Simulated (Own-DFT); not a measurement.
# How strain changes the stress of wurtzite AlGaN with randomly placed atoms, 72 atoms (Al27Ga9N36)

Calculated results; nothing here was measured. They come from Own-DFT, an in-house plane-wave density functional program, since retired, whose code no person has reviewed. Each row is one single-point run on a periodic cell that was not relaxed, without spin or spin-orbit coupling.

Settings of every run: PBE; PseudoDojo norm-conserving scalar-relativistic files; cutoff 42 hartree; 4 x 4 x 3 k mesh centred on Gamma; Fermi-Dirac smearing of 0.1 eV.

Known limits: forces on such cells passed a denser k mesh, each cell not checked; stress not checked against mesh or cutoff.

Unstrained cell vectors in Å: (9.394, 0.000, 0.000); (-4.697, 8.135, 0.000); (0.000, 0.000, 10.066). The unstrained cell has measured lattice constants (interpolated for alloys), not those of this functional. That, the random moves and any unrelaxed bonds set the pressure at no strain. Each run strains this cell uniformly, with the atoms carried along. Every atom was also moved at random, by a Gaussian of width 0.05 Å on each axis. The random placing of the alloy's atoms differs from row to row. Strain is the symmetric tensor, in per cent. Stress is positive in tension, and the pressure is minus a third of its trace.

```
run,e_xx (%),e_yy (%),e_zz (%),s_xx (GPa),s_yy (GPa),s_zz (GPa),P (GPa),E (meV/atom)
1,-0.25,-0.25,0.00,-7.46,-8.41,-6.88,7.58,4.0
2,0.25,0.25,0.00,-4.87,-5.45,-7.19,5.84,10.8
3,0.75,0.75,0.00,-3.41,-1.54,-6.18,3.71,10.0
4,-2.00,-2.00,0.00,-15.89,-19.79,-11.73,15.80,31.9
5,-1.25,-1.25,0.00,-13.78,-16.17,-8.18,12.71,36.7
6,2.50,2.50,0.00,6.79,5.62,-3.33,-3.03,0.0
7,-1.75,-1.75,0.00,-20.70,-18.02,-8.18,15.63,58.8
8,-1.00,-1.00,0.00,-14.45,-10.72,-8.56,11.24,17.7
9,1.00,1.00,0.00,?,?,?,?,?
```

E is the free energy for each atom above the lowest run shown.

## Worked fit

The change of volume is close to e_xx + e_yy + e_zz. A straight line through the runs shown gives P = 7.25 - 215 x (fractional change of volume) GPa, with an error of 7 on the slope and a scatter of 0.59 GPa. The strain isn't the same on all axes and the cell isn't cubic, so the slope belongs to this path and is not the bulk modulus.

## Withheld run

Question: what pressure should run 9 give? Its volume changes by 2.01 %.

The line gives 2.9 GPa. The calculation gave 3.03 GPa.
